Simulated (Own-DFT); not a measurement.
# One trend across several semiconductors

Everything here is calculated. The program is Own-DFT (plane waves, in-house, since retired, never reviewed by a person); positions were held fixed, and spin and spin-orbit coupling were off.

Caveats (not all hold for every row): forces on such cells moved up to 12 meV/angstrom on a denser k mesh; forces not confirmed at this smearing and k mesh; forces on such cells passed a denser k mesh, each cell not checked; stress not checked against mesh or cutoff.

All runs are PBE with PseudoDojo norm-conserving files; cutoff and k mesh are each material's own. Every cell starts from measured lattice constants and was given uniform random strains and small random moves of its atoms. Each triple is the change of volume in per cent, the rms move u in Å and the pressure in GPa.

- 3C SiC (C32Si32), 10.36 Å³/atom unstrained: (-3.17, 0.051, 13.76); (-0.88, 0.043, 7.14); (-0.74, 0.051, 7.00); (-0.59, 0.054, 7.16); (-0.47, 0.051, 7.21); (1.62, 0.047, 1.61); (3.11, 0.051, -1.14)
- wurtzite AlN (Al64N64), 10.45 Å³/atom unstrained: (-1.61, 0.050, 9.34); (-0.47, 0.047, 6.50); (-0.09, 0.050, 5.99); (0.89, 0.055, 4.19); (1.34, 0.051, 3.28); (2.50, 0.051, 0.54); (3.16, 0.048, -0.56)
- zincblende GaP (Ga32P32), 20.24 Å³/atom unstrained: (-2.56, 0.050, 6.11); (-0.90, 0.056, 4.29); (0.30, 0.048, 3.01); (1.16, 0.047, 2.13); (1.83, 0.051, 2.07); (1.84, 0.053, 1.86); (2.49, 0.050, 1.24)
- zincblende GaAs (As32Ga32), 22.58 Å³/atom unstrained: withheld
- zincblende InP (In48P48), 25.27 Å³/atom unstrained: (-2.96, 0.053, 6.16); (-1.13, 0.048, 4.64); (-0.46, 0.049, 4.01); (-0.35, 0.049, 3.88); (0.23, 0.055, 3.99); (1.74, 0.051, 2.48); (2.16, 0.047, 2.35)
- grey tin (Sn64), 34.15 Å³/atom unstrained: (-2.67, 0.047, 5.14); (-2.59, 0.050, 5.09); (-2.29, 0.053, 4.97); (-1.72, 0.047, 4.79); (-0.84, 0.051, 4.37); (1.17, 0.047, 3.14); (1.61, 0.050, 2.96)

## Worked fit

Fit a line to each set against the fractional change of volume; B is minus its slope, and u is nearly the same within a set. To take it to zero pressure, assume that B rises by 4 GPa for each GPa: B0 = B - 4 x (mean pressure). The bond length of an ideal tetrahedral crystal with the unstrained volume v is d = (√3/4)(8 v)^(1/3). Cohen's empirical rule reads B0 = (1971 - 220 L) d^(-3.5) GPa, with L = 0 for group IV crystals and SiC and 1 for III-V compounds.

```
material,L,d (Å),B (GPa),mean P (GPa),B0 (GPa),rule (GPa)
3C SiC (C32Si32),0,1.888,236 ± 11,6.1,212 ± 11,213
wurtzite AlN (Al64N64),1,1.893,205 ± 5,4.2,189 ± 5,188
zincblende GaP (Ga32P32),1,2.360,94 ± 5,3.0,83 ± 5,87
zincblende GaAs (As32Ga32),1,2.448,?,?,?,76
zincblende InP (In48P48),1,2.541,74 ± 5,3.9,58 ± 5,67
grey tin (Sn64),0,2.810,52 ± 2,4.4,35 ± 2,53
```

A line through ln[B0/(1971 - 220 L)] against ln d has a slope of -4.4 ± 0.3 and a scatter of 11 %. Against the rule, B0 stands at 99 % for 3C SiC, 101 % for wurtzite AlN, 95 % for zincblende GaP, 87 % for zincblende InP, 65 % for grey tin. PBE tends to make silicon and heavier crystals too soft, and the rule itself is only a guide.

## Prediction

Question: what B0 does the fitted trend give for zincblende GaAs (As32Ga32)?

From the line: 63 GPa. Its own runs give B = 77 ± 2 GPa at a mean pressure of 4.2 GPa, so B0 = 61 GPa.
